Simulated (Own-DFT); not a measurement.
# One host, several defects: D0_22 TiAl3

Everything here is calculated. The program is Own-DFT (plane waves, in-house, since retired, never reviewed by a person); positions were held fixed, and spin and spin-orbit coupling were off.

Settings: PBE; PseudoDojo norm-conserving scalar-relativistic files; cutoff 42 hartree; 4 x 4 x 4 k mesh centred on Gamma; cold (Marzari-Vanderbilt) smearing of 0.2 eV.

Limits: forces on such cells failed a check on a denser k mesh; stress not checked against mesh or cutoff.

All runs share one cell, with vectors in Å (-2.365, -6.981, 4.326); (-7.667, 3.491, 1.442); (-2.950, -3.488, -7.241) and a volume of 625.4 Å³. The atoms are randomly displaced, by u rms on each axis. The defect's site can differ from row to row.

| cell | formula | u (Å) | P (GPa) |
|---|---|---|---|
| no defect | Al30Ti10 | 0.0199 | 1.97 |
| no defect | Al30Ti10 | 0.0217 | 1.98 |
| no defect | Al30Ti10 | 0.0496 | 2.70 |
| two Al on a Ti site each | Al32Ti8 | 0.0275 | 2.89 |
| two Al on a Ti site each | Al32Ti8 | 0.0277 | 2.88 |
| two Al on a Ti site each | Al32Ti8 | 0.0495 | 3.36 |
| two Ti on an Al site each | Al28Ti12 | 0.0318 | 3.34 |
| two Ti on an Al site each | Al28Ti12 | 0.0323 | ? |
| two Ti on an Al site each | Al28Ti12 | 0.0477 | 3.74 |
| two Ti on an Al site each | Al28Ti12 | 0.0533 | 3.91 |
| two Al vacancies | Al28Ti10 | 0.0318 | 1.42 |
| two Al vacancies | Al28Ti10 | 0.0321 | 1.38 |
| two Al vacancies | Al28Ti10 | 0.0471 | 1.63 |

## Analysis

P = P0 + c u² + a shift for each defect gives P0 = 1.88 GPa, c = 305 ± 21 GPa/Å² and a scatter of 0.06 GPa. The shifts, and each times the cell's volume:

- two Ti on an Al site each: 1.16 ± 0.05 GPa, 4.5 eV (2.3 eV for each of its 2 sites)
- two Al on a Ti site each: 0.76 ± 0.05 GPa, 3.0 eV (1.5 eV for each of its 2 sites)
- two Al vacancies: -0.84 ± 0.05 GPa, -3.3 eV (-1.6 eV for each of its 2 sites)

Positive is outwards. The product with the volume (160.2 GPa Å³ to the eV) is nearly free of the cell's size; divided by the bulk modulus at the cell's pressure it gives the volume that the defect adds. The atoms around the defects weren't relaxed, which would change these numbers.

## Test on the hidden row

Asked: what pressure belongs in the blank (two Ti on an Al site each, u = 0.0323 Å)?

Estimate: 3.36 ± 0.07 GPa. DFT gave 3.36 GPa.
